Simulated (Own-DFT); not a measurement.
# How strain changes the stress of diamond-structure GeSn with randomly placed atoms, 64 atoms (Ge60Sn4)

All numbers below are calculated, not measured. They come from Own-DFT, an in-house plane-wave density functional program, since retired, whose code no person has reviewed. Each row is one single-point run on a periodic cell that was not relaxed, without spin or spin-orbit coupling.

Settings of every run: PBE; PseudoDojo norm-conserving scalar-relativistic files; cutoff 49 hartree; 3 x 3 x 3 k mesh centred on Gamma; Fermi-Dirac smearing of 0.1 eV.

Known limits: forces on such cells moved up to 12 meV/angstrom on a denser k mesh; stress not checked against mesh or cutoff.

Unstrained cell vectors in Å: (11.420, 0.000, 0.000); (0.000, 11.420, 0.000); (0.000, 0.000, 11.420). The unstrained cell has measured lattice constants (interpolated for alloys), not those of this functional. That, the random moves and any unrelaxed bonds set the pressure at no strain. Each run strains this cell uniformly, with the atoms carried along. Every atom was also moved at random, by a Gaussian of width 0.05 Å on each axis. The random placing of the alloy's atoms differs from row to row. Strain is the symmetric tensor, in per cent. Stress is positive in tension, and the pressure is minus a third of its trace.

```
run  e_xx (%)  e_yy (%)  e_zz (%)  s_xx (GPa)  s_yy (GPa)  s_zz (GPa)  P (GPa)  E (meV/atom)
  1     -3.00     -3.00      0.00      -10.94      -11.00       -8.93    10.29         101.6
  2     -2.00     -2.00      0.00       -8.92       -9.18       -7.99     8.70          99.6
  3     -2.50     -2.50      0.00       -9.71       -9.67       -8.16     9.18          78.5
  4     -1.50     -1.50      0.00       -7.59       -7.56       -6.76     7.30          52.4
  5      2.50      2.50      0.00       -1.14       -0.96       -2.44     1.51           8.7
  6      2.75      2.75      0.00       -0.61       -0.61       -2.11     1.11           0.9
  7      2.25      2.25      0.00       -1.32       -1.17       -2.55     1.68           0.0
  8     -1.25     -1.25      0.00       -7.07       -7.15       -6.23     6.82          41.6
  9     -0.50     -0.50      0.00           ?           ?           ?        ?             ?
```

E is the free energy for each atom above the lowest run shown.

## Worked fit

The change of volume is close to e_xx + e_yy + e_zz. A straight line through the runs shown gives P = 5.33 - 78 x (fractional change of volume) GPa, with an error of 2 on the slope and a scatter of 0.31 GPa. The strain isn't the same on all axes, but the crystal is cubic, so the slope still estimates the bulk modulus, averaged over pressures from 1.1 to 10.3 GPa.

## Withheld run

Question: what pressure should run 9 give? Its volume changes by -1.00 %.

The line gives 6.1 GPa. The calculation gave 5.62 GPa.
